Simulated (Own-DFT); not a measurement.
# Computed records: Al₃GaN₄ (wurtzite random alloy, strained, atoms displaced)

A calculation, not a measurement: plane-wave PBE density functional theory by an unreviewed code, no spin, of a simulated periodic cell, stress positive in tension, free energy of the whole cell less one offset for each atom, forces on such cells passed a denser k mesh, this cell's mesh not checked; offsets are fitted by least squares, one for each functional and potential file, so energies compare only between cells with the same atoms and settings and are not formation energies; the far tail of each file's local potential was reset to the Coulomb form; each entry is a single point on an unrelaxed cell, so the pressure reflects the starting lattice, mostly measured values, from which strain is counted, and rises with the displacements; printed positions are rounded, which can move forces by about a meV/angstrom; the program is a retired in-house code; no spin-orbit coupling. Program: Own-DFT development build.

Settings shared by all entries: functional PBE; potential files PseudoDojo norm-conserving, scalar-relativistic, standard set with the stringent files for Ga; wave cutoff 96 hartree; occupations Gaussian; smearing width 0.01 eV; k mesh 4 x 4 x 3 centred on Gamma.

(1) Al₃GaN₄ (wurtzite random alloy, strained, atoms displaced)

```
cell vectors (Å)
   9.4407     0.0000     0.0000
  -4.7204     8.1759     0.0000
   0.0000     0.0000    10.0655
atoms (fractions of the cell vectors)
Ga  0.11117  0.22557  0.00494
Al  0.22655  0.11737  0.24300
N   0.10391  0.22909  0.18847
N   0.21352  0.10710  0.44763
Al  0.10995  0.21765  0.48539
Al  0.22652  0.11798  0.75725
N   0.11304  0.22950  0.69657
N   0.21844  0.11045  0.94464
Al  0.11160  0.56204  0.00303
Al  0.22277  0.43900  0.25443
N   0.11151  0.56077  0.18987
N   0.21828  0.43662  0.43367
Al  0.10952  0.54585  0.50159
Al  0.21281  0.43771  0.75593
N   0.10257  0.55388  0.68872
N   0.21521  0.44016  0.94627
Al  0.12140  0.90132  0.00502
Ga  0.21906  0.78492  0.24614
N   0.11064  0.89732  0.18501
N   0.21886  0.76630  0.43950
Al  0.10835  0.88539  0.50047
Al  0.22151  0.77956  0.74603
N   0.11023  0.88555  0.69330
N   0.21309  0.77672  0.94013
Al  0.43617  0.21741  0.99349
Al  0.54482  0.10258  0.25258
N   0.43789  0.22001  0.19197
N   0.56414  0.10354  0.44711
Al  0.44847  0.21573  0.49549
Al  0.55615  0.11635  0.75264
N   0.43155  0.20699  0.69722
N   0.55318  0.09869  0.93985
Al  0.44496  0.55889  0.99088
Ga  0.55506  0.44119  0.25647
N   0.43609  0.55057  0.18901
N   0.55324  0.43315  0.43286
Al  0.44521  0.57082  0.49745
Al  0.55544  0.44351  0.74056
N   0.44666  0.56114  0.69113
N   0.56001  0.44280  0.93928
Ga  0.44425  0.89067  0.99917
Al  0.55863  0.77797  0.25132
N   0.45731  0.89651  0.18892
N   0.56030  0.77643  0.44514
Ga  0.43651  0.88695  0.49995
Al  0.55208  0.77627  0.74143
N   0.43500  0.88224  0.70008
N   0.55629  0.77886  0.95050
Ga  0.76936  0.21567  0.99617
Al  0.89375  0.12015  0.24817
N   0.77411  0.22842  0.18853
N   0.89178  0.10933  0.43821
Al  0.76450  0.21183  0.49425
Al  0.89600  0.11730  0.74134
N   0.77186  0.21758  0.68961
N   0.88628  0.10510  0.94070
Al  0.77814  0.55540  0.00492
Ga  0.89144  0.45793  0.24866
N   0.77552  0.55760  0.18934
N   0.89737  0.44312  0.44643
Al  0.77673  0.55348  0.50356
Al  0.88920  0.43376  0.75565
N   0.77890  0.54761  0.69388
N   0.89511  0.44533  0.93706
Al  0.78361  0.88670  0.99788
Ga  0.88277  0.77169  0.25456
N   0.76906  0.88185  0.19901
N   0.88747  0.77495  0.44566
Ga  0.77114  0.88418  0.49234
Al  0.88738  0.77803  0.74733
N   0.78409  0.89152  0.69037
N   0.88922  0.78093  0.94169
```

It finds free energy of cell above offsets -22.873 eV; pressure 4.25 GPa; stress xx -3.76 GPa; stress yy -4.87 GPa; stress zz -4.12 GPa; stress yz 0.41 GPa; stress xz -0.07 GPa; stress xy -2.05 GPa.

Force:
| element | x (eV/Å) | y (eV/Å) | z (eV/Å) |
| --- | --- | --- | --- |
| Ga | -0.978 | -0.753 | -1.133 |
| Al | -1.784 | -0.627 | 1.293 |
| N | 1.778 | -0.837 | 1.948 |
| N | 2.408 | -0.347 | -1.793 |
| Al | -0.6 | 0.678 | 2.363 |
| Al | -1.901 | -1.77 | -0.86 |
| N | 0.932 | -1.001 | -1.449 |
| N | 0.825 | 0.529 | -0.566 |
| Al | 0.198 | -0.707 | -0.309 |
| Al | -0.988 | 1.62 | -1.795 |
| N | 1.082 | -0.292 | -0.195 |
| N | 0.563 | 1.073 | 1.675 |
| Al | 0.005 | 0.278 | 0.117 |
| Al | 0.042 | 1.8 | -0.244 |
| N | 1.586 | -0.086 | 0.414 |
| N | 0.502 | 2.209 | -1.224 |
| Al | -1.162 | -2.364 | -1.726 |
| Ga | 1.323 | -0.474 | 0.108 |
| N | -0.171 | 0.451 | 1.257 |
| N | -1.268 | 0.652 | 0.35 |
| Al | 0.176 | -0.149 | 0.812 |
| Al | -1.03 | -1.198 | 1.157 |
| N | -0.499 | 0.951 | -0.535 |
| N | 0.395 | 0.423 | -0.122 |
| Al | 1.524 | 0.966 | 0.742 |
| Al | 1.233 | 1.823 | -0.589 |
| N | 1.182 | -0.777 | -0.801 |
| N | -3.907 | -0.001 | -2.124 |
| Al | -1.455 | -0.226 | 1.07 |
| Al | 0.474 | -1.61 | -0.027 |
| N | 1.36 | 2.326 | -1.59 |
| N | -2.388 | 2.735 | -1.172 |
| Al | 0.25 | -0.794 | 1.311 |
| Ga | -0.883 | 0.552 | -3.09 |
| N | 0.457 | 0.798 | 0.09 |
| N | -0.062 | 0.981 | 4.379 |
| Al | 0.399 | -3.69 | 0.634 |
| Al | 0.147 | -0.176 | 1.286 |
| N | -0.303 | -1.396 | -0.651 |
| N | -0.875 | -0.348 | -0.415 |
| Ga | -0.135 | -2.073 | 0.133 |
| Al | -1.146 | -1.011 | -0.613 |
| N | -0.893 | -1.074 | 1.395 |
| N | -2.462 | -0.125 | -1.847 |
| Ga | 0.655 | -1.033 | 1.249 |
| Al | 0.794 | 1.252 | 1.892 |
| N | 1.156 | 1.249 | -1.055 |
| N | 0.924 | -0.443 | -2.081 |
| Ga | 1.321 | 0.855 | 0.681 |
| Al | -1.718 | -1.38 | -0.089 |
| N | -0.006 | -1.026 | 1.318 |
| N | -1.074 | 0.741 | -0.306 |
| Al | 4.133 | 2.687 | 1.459 |
| Al | -0.789 | -1.228 | 1.242 |
| N | 0.262 | -0.085 | -0.361 |
| N | 0.12 | 0.002 | -0.815 |
| Al | 0.282 | 0.288 | -1.76 |
| Ga | 0.981 | -1.748 | 0.812 |
| N | -0.32 | -0.249 | -0.479 |
| N | -2.15 | -0.701 | -0.408 |
| Al | 0.892 | -0.585 | 0.119 |
| Al | -0.817 | 0.942 | -1.19 |
| N | -0.785 | 0.395 | -0.613 |
| N | -0.943 | 0.248 | 1.119 |
| Al | -1.439 | 0.132 | 0.794 |
| Ga | 0.027 | 1.38 | -0.371 |
| N | 0.933 | 1.948 | -1.212 |
| N | 0.887 | -0.907 | 0.057 |
| Ga | 2.063 | 1.624 | 1.615 |
| Al | 0.676 | -0.476 | 0.817 |
| N | -1.151 | -0.182 | 0.014 |
| N | 1.132 | -0.64 | -0.115 |

(2) Al₃GaN₄ (wurtzite random alloy, strained, atoms displaced)

```
cell vectors (Å)
   9.4407     0.0000     0.0000
  -4.7204     8.1759     0.0000
   0.0000     0.0000    10.0655
atoms (fractions of the cell vectors)
Al  0.10010  0.21406  0.99938
Al  0.23162  0.11054  0.24684
N   0.09765  0.21768  0.18707
N   0.23247  0.12390  0.45476
Al  0.10476  0.22007  0.49302
Al  0.22649  0.11089  0.75215
N   0.11599  0.22663  0.69221
N   0.22510  0.10975  0.93479
Al  0.10590  0.55610  0.99669
Al  0.22821  0.45175  0.25792
N   0.11635  0.55320  0.19124
N   0.22227  0.44742  0.44620
Al  0.11412  0.56323  0.49025
Al  0.21371  0.43790  0.75372
N   0.11432  0.55819  0.69479
N   0.22312  0.44647  0.94179
Al  0.10403  0.88146  0.00022
Ga  0.22347  0.78822  0.24643
N   0.11059  0.88910  0.19647
N   0.22972  0.77825  0.44243
Ga  0.10821  0.89075  0.49498
Al  0.22432  0.78201  0.74922
N   0.10201  0.88975  0.69233
N   0.21775  0.77352  0.94210
Al  0.44747  0.21190  0.99568
Al  0.54604  0.09951  0.25066
N   0.44808  0.22220  0.19394
N   0.55898  0.11398  0.44061
Ga  0.44424  0.22283  0.49211
Al  0.55228  0.10654  0.74493
N   0.43752  0.21717  0.69125
N   0.55914  0.10982  0.93882
Al  0.44297  0.55708  0.99927
Al  0.55438  0.45931  0.25177
N   0.45530  0.56245  0.18321
N   0.55537  0.44350  0.43143
Al  0.44187  0.55125  0.49723
Al  0.55846  0.44944  0.75571
N   0.44139  0.55518  0.69003
N   0.55531  0.43990  0.94646
Al  0.44801  0.89590  0.00360
Al  0.55935  0.78453  0.25340
N   0.44793  0.89178  0.18860
N   0.55129  0.77521  0.43883
Ga  0.44981  0.89454  0.49908
Ga  0.55498  0.77585  0.74265
N   0.44837  0.89002  0.69967
N   0.55140  0.77743  0.93223
Ga  0.77634  0.22536  0.99727
Ga  0.88446  0.10866  0.25241
N   0.78418  0.23300  0.18668
N   0.89199  0.12054  0.42962
Al  0.77370  0.22992  0.50727
Ga  0.89542  0.11760  0.75227
N   0.77129  0.22576  0.69383
N   0.88242  0.10325  0.94454
Al  0.78974  0.56704  0.00387
Ga  0.88530  0.44363  0.25283
N   0.77498  0.54888  0.18935
N   0.88643  0.43888  0.43761
Al  0.77108  0.54415  0.49012
Al  0.88420  0.45008  0.74162
N   0.78218  0.55015  0.68136
N   0.90060  0.44833  0.94040
Al  0.78010  0.87968  0.00376
Al  0.89793  0.79092  0.24467
N   0.77620  0.88149  0.18990
N   0.88802  0.76898  0.43607
Al  0.77483  0.89379  0.49819
Al  0.88685  0.76694  0.75014
N   0.78016  0.87820  0.69115
N   0.88671  0.77528  0.95002
```

Results for Al₃GaN₄ (wurtzite random alloy, strained, atoms displaced): free energy of cell above offsets -22.914 eV; pressure 4.02 GPa; stress xx -4.55 GPa; stress yy -3.15 GPa; stress zz -4.37 GPa; stress yz 0.22 GPa; stress xz -0.78 GPa; stress xy -0.4 GPa.

Force:
| element | x (eV/Å) | y (eV/Å) | z (eV/Å) |
| --- | --- | --- | --- |
| Al | 1.095 | 1.305 | -0.021 |
| Al | -1.871 | 1.148 | 0.462 |
| N | 3.201 | 0.999 | 0.582 |
| N | -2.849 | -1.979 | -3.218 |
| Al | 0.677 | 0.932 | 1.438 |
| Al | -1.241 | -0.207 | -0.913 |
| N | 0.142 | -0.655 | -1.069 |
| N | -0.53 | -0.686 | 1.822 |
| Al | 2.438 | -0.051 | 0.951 |
| Al | -0.075 | -0.942 | -1.702 |
| N | -0.378 | 0.887 | -0.141 |
| N | 0.178 | -0.367 | -0.978 |
| Al | -0.09 | -1.191 | 1.873 |
| Al | 0.613 | 1.478 | -0.115 |
| N | -0.783 | 0.003 | -1.306 |
| N | -0.319 | -0.89 | 0.134 |
| Al | 1.239 | 1.393 | -0.363 |
| Ga | 1.56 | -2.454 | 0.606 |
| N | -0.699 | 1.558 | -1.716 |
| N | -1.182 | 0.53 | -0.548 |
| Ga | 0.412 | -0.091 | 1.171 |
| Al | -0.375 | -0.573 | 0.241 |
| N | 1.496 | -0.265 | 0.484 |
| N | 0.026 | 1.33 | 0.179 |
| Al | -1.194 | 1.496 | 0.733 |
| Al | 1.119 | 3.054 | -0.159 |
| N | -0.239 | -0.068 | -0.549 |
| N | 0.672 | 0.128 | -0.751 |
| Ga | 1.36 | 0.922 | 1.873 |
| Al | -0.498 | 0.897 | 1.055 |
| N | 1.45 | 1.107 | 0.297 |
| N | -1.079 | -0.646 | -0.713 |
| Al | 0.15 | -0.168 | -0.973 |
| Al | 2.234 | -1.819 | -1.755 |
| N | -2.076 | 0.476 | 1.566 |
| N | -0.598 | 1.073 | 1.115 |
| Al | 0.162 | 0.276 | 1.181 |
| Al | -0.316 | -0.984 | -0.469 |
| N | 0.562 | -1.59 | -0.737 |
| N | 0.489 | 0.759 | -0.67 |
| Al | 0.391 | -1.489 | -1.617 |
| Al | 0.096 | -0.987 | -1.047 |
| N | 0.607 | -0.325 | 0.134 |
| N | 1.213 | 0.016 | -0.012 |
| Ga | -0.229 | -0.493 | 1.273 |
| Ga | 0.549 | -0.128 | 1.009 |
| N | -1.599 | 0.373 | -1.553 |
| N | 0.747 | 0.138 | 2.491 |
| Ga | 0.828 | 0.242 | 0.443 |
| Ga | -0.8 | 0.423 | -2.651 |
| N | -1.269 | -2.869 | 0.649 |
| N | -0.803 | -1.198 | 4.404 |
| Al | 1.197 | -0.836 | -0.893 |
| Ga | -0.423 | -1.181 | 0.019 |
| N | 0.547 | -0.019 | -0.673 |
| N | 0.68 | -0.447 | -0.114 |
| Al | -0.484 | -3.435 | 0.247 |
| Ga | 0.878 | 0.472 | -1.129 |
| N | -0.985 | 2.225 | 0.147 |
| N | 0.171 | 0.881 | 1.929 |
| Al | 0.251 | 1.454 | 0.439 |
| Al | 2.793 | -0.777 | 1.75 |
| N | -2.556 | 0.798 | 0.211 |
| N | -2.718 | 0.345 | -1.467 |
| Al | -2.724 | 0.946 | -0.903 |
| Al | -0.583 | -2.78 | 1.35 |
| N | -0.694 | 0.283 | 0.046 |
| N | -1.519 | 0.624 | -0.49 |
| Al | 1.257 | -0.667 | 0.26 |
| Al | -0.291 | 0.729 | -0.22 |
| N | -0.101 | 1.155 | -1.178 |
| N | 0.691 | 0.402 | -1.749 |

(3) Al₃GaN₄ (wurtzite random alloy, strained, atoms displaced)

```
cell vectors (Å)
   9.4407     0.0000     0.0000
  -4.7204     8.1759     0.0000
   0.0000     0.0000    10.0655
atoms (fractions of the cell vectors)
Al  0.11227  0.21841  0.00585
Ga  0.21603  0.11243  0.25097
N   0.11580  0.22638  0.18100
N   0.21127  0.10301  0.44892
Al  0.11475  0.21876  0.50297
Ga  0.22028  0.10274  0.75530
N   0.10941  0.22652  0.68185
N   0.22269  0.11075  0.94421
Al  0.11179  0.55395  0.00015
Al  0.22615  0.44394  0.24291
N   0.10557  0.55276  0.18808
N   0.22478  0.45604  0.43109
Al  0.10241  0.55330  0.49231
Al  0.22100  0.45114  0.75378
N   0.11820  0.56598  0.69279
N   0.21638  0.45235  0.93173
Al  0.09621  0.88164  0.99929
Al  0.21545  0.77945  0.24909
N   0.11760  0.89616  0.19513
N   0.22629  0.78616  0.44183
Al  0.12100  0.88673  0.50169
Al  0.22761  0.78119  0.74348
N   0.11252  0.88915  0.68538
N   0.22818  0.78113  0.93911
Al  0.44419  0.22516  0.00403
Al  0.56223  0.11383  0.24665
N   0.42578  0.21165  0.17732
N   0.54411  0.10317  0.43525
Al  0.44517  0.23443  0.50365
Ga  0.55126  0.10818  0.75312
N   0.43784  0.21891  0.68356
N   0.56162  0.10887  0.93746
Al  0.43337  0.55709  0.00135
Ga  0.55671  0.44522  0.24906
N   0.44482  0.55934  0.18872
N   0.55518  0.44598  0.44444
Al  0.43693  0.54718  0.50385
Al  0.55908  0.45097  0.74986
N   0.44773  0.55358  0.69350
N   0.55679  0.46114  0.93352
Al  0.44302  0.88438  0.00064
Al  0.55140  0.77237  0.25250
N   0.44211  0.88499  0.19544
N   0.54873  0.77648  0.44121
Ga  0.43876  0.89989  0.50209
Al  0.55717  0.78043  0.74998
N   0.43905  0.89251  0.67707
N   0.55815  0.77160  0.94289
Al  0.77586  0.20924  0.99903
Al  0.89339  0.10871  0.25724
N   0.77348  0.22482  0.18380
N   0.89940  0.11903  0.44323
Al  0.77720  0.21401  0.49650
Al  0.89048  0.11986  0.75209
N   0.77628  0.22840  0.69101
N   0.89307  0.11787  0.94079
Ga  0.77967  0.55100  0.00616
Al  0.88136  0.44119  0.25016
N   0.78027  0.55136  0.17706
N   0.88696  0.43852  0.44046
Al  0.79134  0.55546  0.49121
Ga  0.89018  0.44383  0.74788
N   0.77930  0.55569  0.68953
N   0.88186  0.44054  0.94557
Ga  0.77021  0.88942  0.99443
Al  0.88980  0.77944  0.24700
N   0.78243  0.89583  0.17930
N   0.89631  0.77352  0.43233
Al  0.77095  0.88582  0.50445
Ga  0.89456  0.77924  0.75006
N   0.77066  0.88407  0.68401
N   0.89080  0.77079  0.94186
```

It finds free energy of cell above offsets -22.104 eV; pressure 4.65 GPa; stress xx -2.52 GPa; stress yy -1.9 GPa; stress zz -9.52 GPa; stress yz -0.4 GPa; stress xz 0.22 GPa; stress xy -0.37 GPa.

Force:
| element | x (eV/Å) | y (eV/Å) | z (eV/Å) |
| --- | --- | --- | --- |
| Al | -0.387 | 0.685 | -2.751 |
| Ga | 0.519 | -0.139 | 1.146 |
| N | -1.599 | 0.236 | 2.259 |
| N | 1.352 | 1.393 | -0.88 |
| Al | -0.675 | 1.325 | -0.708 |
| Ga | -0.748 | 1.487 | -0.762 |
| N | -0.348 | 0.299 | 2.307 |
| N | -0.376 | -0.424 | 0.388 |
| Al | -1.807 | 0.608 | -0.263 |
| Al | -1.152 | 0.636 | 0.801 |
| N | 0.221 | 0.278 | 0.597 |
| N | 0.288 | -1.702 | 0.764 |
| Al | 1.888 | 1.079 | 0.92 |
| Al | 0.779 | -0.627 | -2.041 |
| N | 0.149 | -0.896 | -1.622 |
| N | 1.341 | -1.398 | 2.312 |
| Al | 2.928 | 1.342 | 0.806 |
| Al | 1.469 | -0.263 | 0.229 |
| N | -1.369 | -2.098 | -1.626 |
| N | -1.059 | -2.68 | -1.376 |
| Al | -2.242 | 0.365 | -0.544 |
| Al | -0.724 | 0.063 | 1.188 |
| N | 0.751 | -0.711 | 0.349 |
| N | -0.929 | -0.331 | -0.211 |
| Al | 0.43 | 0.422 | -2.984 |
| Al | -1.738 | -1.228 | -0.037 |
| N | 2.656 | 1.341 | 2.828 |
| N | 0.796 | 4.224 | -0.65 |
| Al | 0.346 | -2.237 | -1.025 |
| Ga | -0.208 | 0.746 | -1.144 |
| N | 0.576 | 1.346 | 1.407 |
| N | -1.131 | -0.397 | 1.866 |
| Al | 1.42 | -0.488 | -0.82 |
| Ga | -0.271 | -0.623 | -0.328 |
| N | -0.185 | -0.371 | -0.434 |
| N | 0.668 | 0.511 | -0.499 |
| Al | -0.241 | 1.687 | -0.232 |
| Al | 0.428 | -0.848 | -0.199 |
| N | -1.483 | 0.603 | -0.528 |
| N | -0.206 | -2.175 | 1.307 |
| Al | -0.055 | 0.491 | 0.629 |
| Al | -0.071 | 1.271 | 0.138 |
| N | 0.039 | 0.281 | -1.003 |
| N | 1.391 | -0.261 | -0.038 |
| Ga | 1.726 | -1.94 | -2.375 |
| Al | -0.562 | -0.766 | -0.511 |
| N | 1.431 | -0.932 | 4.569 |
| N | -2.822 | 0.361 | -1.504 |
| Al | -1.026 | 2.297 | -0.006 |
| Al | -0.702 | 0.573 | -1.488 |
| N | 1.231 | -0.526 | 1.407 |
| N | -0.716 | -1.519 | -0.532 |
| Al | -1.248 | 0.374 | 0.687 |
| Al | 0.364 | -0.5 | -0.967 |
| N | 1.086 | -1.93 | -1.395 |
| N | 0.988 | -0.417 | -0.905 |
| Ga | -1.382 | -0.14 | -4.48 |
| Al | 1.236 | -0.01 | -0.917 |
| N | -0.458 | 0.956 | 6.209 |
| N | -0.052 | -0.617 | -0.965 |
| Al | -2.345 | 0.438 | 1.775 |
| Ga | -0.211 | 1.121 | 1.224 |
| N | -0.452 | -0.154 | -1.441 |
| N | 2.309 | -1.032 | -0.661 |
| Ga | 2.159 | 0.213 | -0.07 |
| Al | 0.089 | 0.09 | -0.476 |
| N | -0.001 | -0.709 | 3.086 |
| N | -0.912 | 0.377 | 0.813 |
| Al | 0.672 | -0.354 | -1.804 |
| Ga | -0.731 | -0.628 | -0.231 |
| N | 0.146 | 1.527 | 1.799 |
| N | -1.249 | 1.026 | -0.381 |
